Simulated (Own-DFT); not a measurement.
Simulation results for Al₇GaN₈ (wurtzite random alloy, atoms displaced)

A calculation, not a measurement: plane-wave PBE density functional theory by an unreviewed code, no spin, of a simulated periodic cell, stress positive in tension, free energy of the whole cell less one offset for each atom, forces on such cells passed a denser k mesh, this cell's mesh not checked; offsets are fitted by least squares, one for each functional and potential file, so energies compare only between cells with the same atoms and settings and are not formation energies; the far tail of each file's local potential was reset to the Coulomb form; each entry is a single point on an unrelaxed cell, so the pressure reflects the starting lattice, mostly measured values, from which strain is counted, and rises with the displacements; printed positions are rounded, which can move forces by about a meV/angstrom; the program is a retired in-house code; no spin-orbit coupling. Program: Own-DFT development build.

Settings shared by all entries: functional PBE; potential files PseudoDojo norm-conserving, scalar-relativistic, standard set; wave cutoff 42 hartree; occupations Fermi-Dirac; smearing width 0.05 eV; k mesh 3 x 3 x 3 centred on Gamma.

(1) Al₇GaN₈ (wurtzite random alloy, atoms displaced)

```
Al7GaN8
1.0
     12.4865     0.0000     0.0000
     -6.2433    10.8136     0.0000
      0.0000     0.0000    10.0148
Al N Al N Al N Al N Al N Ga Al N Al N Al N Al Ga N Ga Al N Al N Al N Al N Al N Al N Al N Al N Al N Al Ga N Al N Al N Al N Al N Ga N Al Ga N Al N Al N Al N Al N Al N Al N Ga Al N
2 2 2 2 2 2 2 2 2 2 1 1 2 2 2 2 2 1 1 2 1 1 2 2 2 2 2 2 2 2 2 2 2 2 2 2 2 2 2 1 1 2 2 2 2 2 2 2 2 2 2 2 1 1 2 2 2 2 2 2 2 2 2 2 2 2 2 1 1 2
Direct
  0.08086 0.17040 0.00048
  0.16569 0.08525 0.24666
  0.07773 0.16733 0.19295
  0.16241 0.08389 0.43420
  0.08017 0.16630 0.50366
  0.16858 0.08427 0.75061
  0.08370 0.16366 0.69416
  0.16812 0.08487 0.94095
  0.08519 0.41324 0.99931
  0.17332 0.33492 0.25142
  0.08032 0.41538 0.19141
  0.16068 0.32924 0.44175
  0.08608 0.42014 0.50540
  0.17115 0.33705 0.75087
  0.08690 0.41605 0.69047
  0.17400 0.34028 0.94567
  0.08043 0.66638 0.99963
  0.16606 0.58255 0.24514
  0.08339 0.66737 0.19256
  0.16562 0.58012 0.44173
  0.08231 0.66196 0.50224
  0.16681 0.57868 0.75150
  0.08772 0.66857 0.68778
  0.16637 0.58477 0.93909
  0.08454 0.91650 0.99862
  0.16670 0.82834 0.25236
  0.08428 0.91857 0.19215
  0.16715 0.83379 0.43866
  0.08725 0.91431 0.50747
  0.16763 0.83570 0.74689
  0.08438 0.91811 0.68507
  0.16580 0.82889 0.94425
  0.33706 0.16816 0.99597
  0.41703 0.08114 0.25224
  0.33365 0.16943 0.19008
  0.41379 0.08251 0.44045
  0.33324 0.16540 0.50139
  0.41986 0.08469 0.74810
  0.33171 0.17077 0.68873
  0.41640 0.08233 0.94638
  0.32700 0.41314 0.99720
  0.41618 0.33104 0.25159
  0.33382 0.41759 0.19347
  0.41941 0.33378 0.44349
  0.32869 0.41688 0.49984
  0.41671 0.33106 0.75031
  0.33665 0.41516 0.69475
  0.41743 0.33143 0.94161
  0.33785 0.66558 0.00134
  0.41057 0.57695 0.24900
  0.32839 0.66393 0.18725
  0.41282 0.57873 0.43847
  0.33039 0.66480 0.50686
  0.41525 0.57870 0.74512
  0.33157 0.66772 0.68575
  0.41642 0.58044 0.93868
  0.33330 0.91221 0.99777
  0.41647 0.83249 0.24765
  0.33713 0.91799 0.19019
  0.41439 0.83399 0.44106
  0.33800 0.92270 0.49783
  0.41831 0.83519 0.75021
  0.33022 0.91514 0.69102
  0.41674 0.83312 0.94176
  0.58139 0.16445 0.99950
  0.66970 0.08333 0.25016
  0.58210 0.16604 0.19648
  0.66429 0.08217 0.43777
  0.58163 0.16715 0.49942
  0.66631 0.08840 0.74839
  0.58604 0.16915 0.69121
  0.66669 0.08471 0.94166
  0.58619 0.42031 0.00125
  0.67016 0.33252 0.25337
  0.58527 0.41227 0.18923
  0.66550 0.33156 0.43756
  0.58359 0.41521 0.50483
  0.66876 0.33844 0.74669
  0.58099 0.41420 0.68894
  0.66533 0.32987 0.93919
  0.58272 0.66793 0.00057
  0.66860 0.58336 0.24857
  0.58437 0.66611 0.19115
  0.66823 0.58597 0.43565
  0.57765 0.66093 0.49755
  0.66579 0.57908 0.74839
  0.58397 0.66277 0.68749
  0.66908 0.58212 0.94084
  0.58788 0.92145 0.99801
  0.66492 0.83088 0.25729
  0.58479 0.91691 0.18207
  0.66797 0.83330 0.44475
  0.58029 0.91032 0.50114
  0.66295 0.82647 0.74340
  0.58302 0.92371 0.69005
  0.66705 0.83056 0.93621
  0.83458 0.17133 0.99782
  0.91371 0.08132 0.24551
  0.83277 0.16215 0.18799
  0.91708 0.08202 0.43938
  0.83362 0.17027 0.49738
  0.91320 0.08375 0.75093
  0.83599 0.16653 0.68680
  0.91712 0.08771 0.94332
  0.83723 0.42305 0.00170
  0.91606 0.33393 0.24857
  0.83107 0.41315 0.19105
  0.91521 0.33350 0.43966
  0.83334 0.41761 0.50250
  0.91472 0.33586 0.75611
  0.83263 0.41580 0.68710
  0.91906 0.33188 0.93995
  0.83071 0.66414 0.00118
  0.91574 0.58326 0.24602
  0.83341 0.66358 0.19307
  0.91726 0.58322 0.43792
  0.83487 0.66905 0.49855
  0.91754 0.58356 0.74729
  0.83103 0.66521 0.68867
  0.91615 0.58281 0.94371
  0.83236 0.91442 0.99433
  0.91983 0.83448 0.24766
  0.83142 0.91261 0.18602
  0.91951 0.83786 0.44083
  0.83618 0.91783 0.50129
  0.91523 0.83204 0.75523
  0.83248 0.91980 0.68838
  0.91220 0.83213 0.94048
```

Results for Al₇GaN₈ (wurtzite random alloy, atoms displaced): free energy of cell above offsets -47.894 eV; pressure 4.77 GPa; stress xx -4.29 GPa; stress yy -4.64 GPa; stress zz -5.39 GPa; stress yz 0.02 GPa; stress xz 0.15 GPa; stress xy -0.21 GPa.

Force:
```csv
element,x (eV/Å),y (eV/Å),z (eV/Å)
Al,0.974,-0.528,0.269
Al,0.048,-0.119,0.171
N,2.235,1.173,-1.298
N,0.211,-0.494,1.09
Al,0.491,-0.63,-0.442
Al,-0.404,-0.177,0.138
N,-0.626,0.909,0.101
N,-0.318,-0.102,-0.06
Al,-0.897,1.304,0.641
Al,-2.045,-0.83,0.234
N,0.886,0.074,-0.44
N,0.609,1.043,0.246
Al,-0.566,-1.289,-1.259
Al,0.003,-1.318,0.084
N,-0.798,-0.116,0.762
N,-1.875,-1.999,-1.516
Al,1.009,-0.192,0.377
Al,-0.442,-0.434,0.795
N,-0.064,-0.695,-0.674
N,1.093,0.061,-0.885
Ga,-0.114,0.949,-1.012
Al,-0.414,1.181,0.042
N,-0.585,-0.639,2.203
N,0.389,-0.569,0.424
Al,-0.161,0.188,0.65
Al,-0.407,1.562,-0.424
N,0.579,-0.554,-0.824
N,0.639,0.439,0.441
Al,-1.157,0.862,-2.894
Al,-0.038,-0.607,0.695
N,-0.143,-0.348,2.512
N,-0.545,0.843,-1.086
Al,-0.548,-0.402,1.16
Ga,-0.83,0.628,-0.715
N,-0.555,-0.232,-0.522
N,1.432,0.148,1.147
Ga,-1.441,0.157,-0.887
Al,-0.734,-0.132,0.652
N,1.183,-1.074,1.661
N,0.129,-0.484,-1.478
Al,3.157,1.26,1.086
Al,0.633,0.466,0.016
N,0.491,-0.797,-0.897
N,-0.766,1.118,-0.481
Al,0.934,-1.171,0.124
Al,0.021,0.315,0.503
N,-0.784,0.031,-0.921
N,-0.339,0.902,-0.401
Al,-1.033,0.151,-0.739
Al,0.514,1.661,0.001
N,1.05,0.26,0.536
N,-0.495,0.718,0.412
Al,-0.035,0.445,-2.217
Al,-0.082,1.09,0.718
N,0.946,-0.339,1.831
N,0.047,0.156,-0.131
Al,-0.474,0.677,0.676
Al,0.382,0.151,0.045
N,-0.617,-1.85,-0.474
N,-0.38,-1.148,-0.667
Al,-0.614,-1.617,0.393
Al,-0.362,-0.208,0.112
N,0.723,0.947,-0.203
N,0.782,-0.279,-0.523
Al,0.117,0.51,0.907
Al,-0.729,-0.359,-0.312
N,1.562,-0.582,-1.634
N,0.172,0.737,0.313
Al,0.564,-0.316,-0.334
Al,1.266,-0.383,0.293
N,-0.857,0.399,-0.547
N,0.205,0.395,-0.727
Al,0.085,-1.374,0.068
Ga,-0.967,-0.411,-0.791
N,-1.572,1.347,-0.067
N,0.056,0.499,2.814
Al,-0.092,0.537,-1.671
Al,0.062,-1.034,0.966
N,0.271,0.368,0.494
N,0.326,1.067,-0.218
Al,0.417,-0.354,0.003
Al,-0.352,-0.707,-0.017
N,-0.716,-0.375,0.063
N,0.045,-0.714,1.007
Al,0.855,0.549,-0.278
Al,-0.12,0.478,0.324
N,-0.625,-1.559,-0.475
N,-0.839,0.323,-0.44
Al,0.073,-0.998,-0.447
Al,0.247,0.482,-1.365
N,0.031,-0.413,1.705
N,-0.247,-1.762,-0.823
Ga,-0.296,1.423,-0.219
Ga,-0.347,1.55,0.569
N,-0.097,-0.758,1.034
N,-0.559,0.344,0.727
Al,-0.167,-1.22,0.604
Ga,0.369,-0.836,0.97
N,-1.789,1.909,-0.454
N,-0.861,1.425,0.549
Al,0.32,-1.027,-0.076
Al,0.803,0.085,0.093
N,-1.176,0.893,0.656
N,-0.011,-0.698,-0.731
Al,-0.344,-2.075,0.005
Al,0.417,-0.716,0.393
N,1.525,1.496,-0.923
N,0.239,0.654,0.208
Al,0.079,-0.248,-1.351
Al,0.986,-0.841,-1.437
N,0.171,0.643,0.926
N,-0.582,1.226,0.306
Al,0.2,0.577,0.269
Al,0.568,-0.443,0.847
N,-0.213,0.73,-0.816
N,-1.163,-0.57,-0.014
Al,-0.119,0.168,-0.504
Al,0.103,0.366,0.17
N,0.516,0.122,0.393
N,-0.167,0.535,-1.011
Al,-0.726,0.797,0.915
Al,-0.443,0.038,0.525
N,-0.132,-0.935,-0.006
N,1.466,-1.423,-0.441
Ga,-0.119,0.209,-0.326
Al,-0.245,0.396,-1.4
N,1.22,-0.354,1.799
N,1.438,-0.285,0.058
```

(2) Al₇GaN₈ (wurtzite random alloy, atoms displaced)

```
Al7GaN8
1.0
     12.4865     0.0000     0.0000
     -6.2433    10.8136     0.0000
      0.0000     0.0000    10.0148
Al N Ga N Al N Al N Al N Al N Ga Al N Al N Al N Al N Al N Al N Al N Al Ga N Al N Al Ga N Al N Al N Al N Al N Al N Al N Al N Ga Al N Al N Al Ga N Al N Al N Al N Ga Al N Al N Al N
2 2 2 2 2 2 2 2 2 2 2 2 1 1 2 2 2 2 2 2 2 2 2 2 2 2 2 1 1 2 2 2 1 1 2 2 2 2 2 2 2 2 2 2 2 2 2 2 2 1 1 2 2 2 1 1 2 2 2 2 2 2 2 1 1 2 2 2 2 2
Direct
  0.08389 0.16679 0.99578
  0.16153 0.07661 0.24721
  0.08098 0.16509 0.19694
  0.16652 0.08472 0.44371
  0.08296 0.16439 0.49989
  0.16721 0.08757 0.74378
  0.08307 0.16357 0.69459
  0.16997 0.08516 0.94173
  0.07884 0.41420 0.00025
  0.16819 0.33706 0.24549
  0.07936 0.41326 0.19156
  0.16473 0.33454 0.43584
  0.08302 0.41516 0.50119
  0.16546 0.33456 0.75129
  0.08295 0.41593 0.68682
  0.17066 0.33505 0.93652
  0.07919 0.66205 0.00457
  0.16781 0.58596 0.25098
  0.08415 0.66532 0.18638
  0.16812 0.58265 0.44201
  0.08371 0.66904 0.49872
  0.16893 0.58103 0.74574
  0.08906 0.66989 0.69298
  0.16453 0.57783 0.93791
  0.08349 0.91285 0.00243
  0.16362 0.82806 0.24642
  0.08571 0.91779 0.18679
  0.16526 0.83060 0.43790
  0.08223 0.91436 0.50294
  0.16999 0.83488 0.75284
  0.08648 0.91767 0.68725
  0.16076 0.83670 0.94408
  0.33036 0.16059 0.00075
  0.41178 0.07712 0.25115
  0.33055 0.16714 0.18179
  0.41098 0.07762 0.44129
  0.33392 0.16754 0.49907
  0.41281 0.08148 0.75255
  0.33665 0.17081 0.68703
  0.41827 0.08310 0.93916
  0.33315 0.41953 0.99346
  0.41526 0.33112 0.24800
  0.32961 0.41012 0.19049
  0.41569 0.33366 0.43797
  0.33253 0.41860 0.50037
  0.41731 0.33667 0.74986
  0.33005 0.41341 0.69028
  0.41801 0.32897 0.94047
  0.32796 0.66426 0.99552
  0.41466 0.57869 0.24666
  0.33847 0.66817 0.19161
  0.41875 0.57958 0.43815
  0.33319 0.66452 0.50246
  0.41576 0.58575 0.75342
  0.32953 0.66316 0.69169
  0.41175 0.58106 0.94420
  0.33293 0.91190 0.00070
  0.42197 0.83456 0.24782
  0.33146 0.91254 0.19238
  0.41860 0.83401 0.44147
  0.33578 0.91715 0.49677
  0.41986 0.83481 0.75114
  0.33619 0.92108 0.69049
  0.41444 0.83137 0.94605
  0.58005 0.16662 0.99705
  0.66664 0.08008 0.25717
  0.58917 0.16910 0.18935
  0.66491 0.08164 0.44455
  0.57834 0.16699 0.49806
  0.66968 0.08339 0.75360
  0.58299 0.16947 0.69148
  0.66672 0.08259 0.93911
  0.58288 0.41832 0.99930
  0.67074 0.33573 0.24669
  0.58005 0.41659 0.19617
  0.66688 0.33291 0.44188
  0.58935 0.41599 0.49464
  0.66734 0.33252 0.75676
  0.58265 0.41675 0.68865
  0.66462 0.33524 0.94067
  0.58403 0.66814 0.99922
  0.66621 0.58283 0.24302
  0.58441 0.66439 0.18954
  0.66823 0.58481 0.44398
  0.58573 0.66618 0.50101
  0.66578 0.57775 0.74830
  0.58253 0.66536 0.69186
  0.66555 0.58510 0.94504
  0.58445 0.91550 0.99893
  0.66174 0.83149 0.25352
  0.58231 0.91293 0.18964
  0.66324 0.83310 0.44334
  0.58354 0.92410 0.49650
  0.66826 0.83610 0.74782
  0.58086 0.91339 0.69382
  0.66884 0.83516 0.93878
  0.82848 0.16160 0.99632
  0.91464 0.08124 0.24388
  0.83220 0.16609 0.18728
  0.91546 0.08102 0.43816
  0.84035 0.17010 0.49902
  0.91475 0.08261 0.74873
  0.82898 0.16507 0.68594
  0.91972 0.08284 0.94073
  0.83559 0.41593 0.00311
  0.91619 0.33233 0.24874
  0.83088 0.41844 0.19185
  0.91329 0.32971 0.44106
  0.83231 0.41483 0.50460
  0.91255 0.32864 0.74757
  0.83237 0.41279 0.69110
  0.91327 0.32916 0.94234
  0.83513 0.66547 0.00034
  0.91879 0.58247 0.25214
  0.82999 0.66409 0.18724
  0.92208 0.58822 0.44274
  0.83293 0.66789 0.50156
  0.91510 0.58217 0.75027
  0.83479 0.66894 0.69327
  0.91818 0.58699 0.94236
  0.82855 0.91489 0.00099
  0.91254 0.83133 0.25591
  0.82712 0.91265 0.19047
  0.91846 0.83628 0.43741
  0.83222 0.91939 0.49780
  0.91809 0.83441 0.75395
  0.83229 0.91365 0.69381
  0.91888 0.83471 0.94415
```

The calculation gives: free energy of cell above offsets -48.104 eV; pressure 4.77 GPa; stress xx -5.19 GPa; stress yy -4.65 GPa; stress zz -4.48 GPa; stress yz -0.02 GPa; stress xz 0.08 GPa; stress xy -0.1 GPa.

Force:
```csv
element,x (eV/Å),y (eV/Å),z (eV/Å)
Al,0.712,0.065,1.007
Al,0.193,1.698,0.593
N,0.149,0.188,-1.438
N,1.459,-1.41,-1.104
Ga,-0.374,0.888,-0.183
Ga,1.787,-1.036,1.397
N,-1.8,2.22,-0.682
N,-0.765,0.103,-0.202
Al,0.876,-0.277,-0.051
Al,-0.098,-1.404,0.698
N,0.005,1.18,-0.512
N,0.298,0.613,0.409
Al,-0.116,0.075,-0.866
Al,0.355,-0.486,-0.607
N,-0.439,-0.539,0.734
N,-1.379,-0.331,0.694
Al,0.637,0.869,-1.78
Al,0.915,-0.591,0.039
N,-0.237,-0.428,1.029
N,-0.562,0.105,-0.21
Al,0.991,-0.159,0.936
Al,-1.423,-0.044,0.548
N,-0.647,-0.681,-0.272
N,-0.788,0.514,0.199
Ga,-2.111,2.185,-0.229
Al,-0.084,1.03,0.534
N,-0.551,-1.456,2.493
N,0.121,0.603,-0.124
Al,0.345,0.558,-0.805
Al,-0.441,0.072,-0.195
N,-0.39,-1.195,0.592
N,4.454,-2.501,-1.221
Al,0.22,0.991,-0.861
Al,0.043,1.285,-0.719
N,0.719,-0.97,2.115
N,0.356,1.192,-0.626
Al,-0.353,0.248,-0.064
Al,0.426,1.166,-0.58
N,0.622,0.039,0.115
N,-0.373,-0.986,0.459
Al,1.094,-1.576,1.179
Al,-0.341,-0.319,0.227
N,0.074,1.237,-1.001
N,0.547,-0.058,0.285
Al,0.367,-0.907,-0.334
Al,0.408,-0.669,-0.004
N,-0.167,0.041,-0.12
N,-0.793,0.812,-0.161
Al,0.553,0.002,1.193
Al,0.457,0.046,0.301
N,-1.053,-0.508,-0.479
N,-0.646,0.964,0.245
Al,0.606,0.26,-0.77
Ga,0.775,-0.831,-0.457
N,-0.126,0.669,-0.791
N,0.668,1.227,0.478
Al,-1.133,0.932,0.153
Al,-1.024,-0.749,0.547
N,0.246,0.001,-0.351
N,-1.163,-0.993,-0.654
Al,-0.689,-1.037,0.626
Ga,-1.227,-0.464,0.176
N,-0.576,-0.668,-0.391
N,0.561,-0.144,0.027
Al,0.764,0.181,0.581
Al,-0.16,0.596,-1.261
N,-0.804,-0.872,0.354
N,0.179,3.182,-0.974
Al,0.656,-0.116,0.721
Al,-1.577,-0.324,-1.053
N,0.391,-0.748,0.08
N,-0.504,-0.279,0.209
Al,-0.334,-0.267,0.619
Al,-1.389,-0.677,0.629
N,0.996,-0.219,-0.976
N,0.817,-0.184,-0.774
Al,-2.046,0.306,0.612
Al,-0.786,0.005,-1.278
N,0.714,-0.346,-0.031
N,1.016,0.028,0.808
Al,-0.337,-0.078,0.151
Al,0.013,-0.101,1.189
N,-0.932,0.451,-0.035
N,-0.505,-0.702,-1.302
Al,-0.74,-0.143,0.087
Al,-0.57,1.142,0.485
N,0.907,0.646,-0.11
N,0.604,-0.307,-0.894
Al,-0.328,0.05,0.173
Al,0.796,-0.58,-0.156
N,0.154,1.07,-0.091
N,1.14,-0.254,-0.426
Ga,0.615,-2.305,1.625
Al,0.041,-1.097,0.13
N,1.451,1.586,-0.023
N,-0.798,-0.478,-0.119
Al,0.804,0.426,0.818
Al,0.025,0.115,0.513
N,-0.178,-0.266,0.379
N,-0.978,0.041,-0.318
Al,-0.986,-1.233,-0.27
Ga,0.26,-0.198,0.249
N,0.248,0.469,0.252
N,-1.115,-0.129,0.872
Al,-0.961,0.184,-0.517
Al,-0.42,-0.387,0.269
N,1.508,0.128,-0.186
N,0.162,1.153,-0.266
Al,0.105,0.291,-0.77
Al,0.579,0.666,0.41
N,-0.277,0.763,0.476
N,0.015,0.178,-0.655
Al,-0.983,0.7,-0.073
Al,-0.909,0.442,-0.098
N,1.128,0.389,0.888
N,0.082,-1.704,-0.502
Ga,0.293,0.334,0.014
Al,0.824,0.47,-0.032
N,0.092,-0.489,0.926
N,0.263,-1.459,-0.375
Al,1.452,0.182,0.052
Al,0.395,0.108,-1.883
N,0.29,0.247,0.231
N,-0.382,0.566,0.871
Al,0.238,-0.805,0.465
Al,0.398,0.161,0.022
N,0.069,-0.293,-1.207
N,-1.658,-0.876,-0.693
```
